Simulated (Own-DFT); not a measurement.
# Point defects and the pressure they add: L1_0 TiAl

Calculated, not measured: single-point runs of Own-DFT, a retired in-house plane-wave DFT program that no person has reviewed, on unrelaxed cells, without spin or spin-orbit coupling.

Settings: PBE; PseudoDojo norm-conserving scalar-relativistic files; cutoff 42 hartree; 4 x 4 x 4 k mesh centred on Gamma; cold (Marzari-Vanderbilt) smearing of 0.2 eV.

Limits: forces on such cells failed a check on a denser k mesh; stress not checked against mesh or cutoff.

All runs share one cell, with vectors in Å (5.622, 5.622, 0.000); (-5.622, 5.622, 0.000); (0.000, 0.000, 8.133) and a volume of 514.0 Å³. The atoms are randomly displaced, by u rms on each axis. The defect's site can differ from row to row.

```
            cell   formula   u (Å)  P (GPa)
       no defect  Al16Ti16  0.0206     1.20
       no defect  Al16Ti16  0.0497     1.70
       no defect  Al16Ti16  0.0524     1.75
two Al vacancies  Al14Ti16  0.0287    -0.43
two Al vacancies  Al14Ti16  0.0319    -0.48
two Al vacancies  Al14Ti16  0.0537    -0.18
  one Ti vacancy  Al16Ti15  0.0293     0.50
  one Ti vacancy  Al16Ti15  0.0293     0.47
  one Ti vacancy  Al16Ti15  0.0294        ?
  one Ti vacancy  Al16Ti15  0.0298     0.54
```

## Worked fit

P = P0 + c u² + a shift for each defect gives P0 = 1.18 GPa, c = 195 ± 26 GPa/Å² and a scatter of 0.06 GPa. The shifts, and each times the cell's volume:

- one Ti vacancy: -0.85 ± 0.06 GPa, -2.7 eV
- two Al vacancies: -1.85 ± 0.05 GPa, -5.9 eV (-3.0 eV for each of its 2 sites)

Against the defect-free cell, a freed cell would be larger where the shift is positive and smaller where it is negative (160.2 GPa Å³ is 1 eV). The atoms around the defects weren't relaxed, which would change these numbers.

## Test on the hidden row

The question: what pressure belongs in the blank (one Ti vacancy, u = 0.0294 Å)?

The fitted form gives 0.50 ± 0.07 GPa. The calculation gave 0.55 GPa.
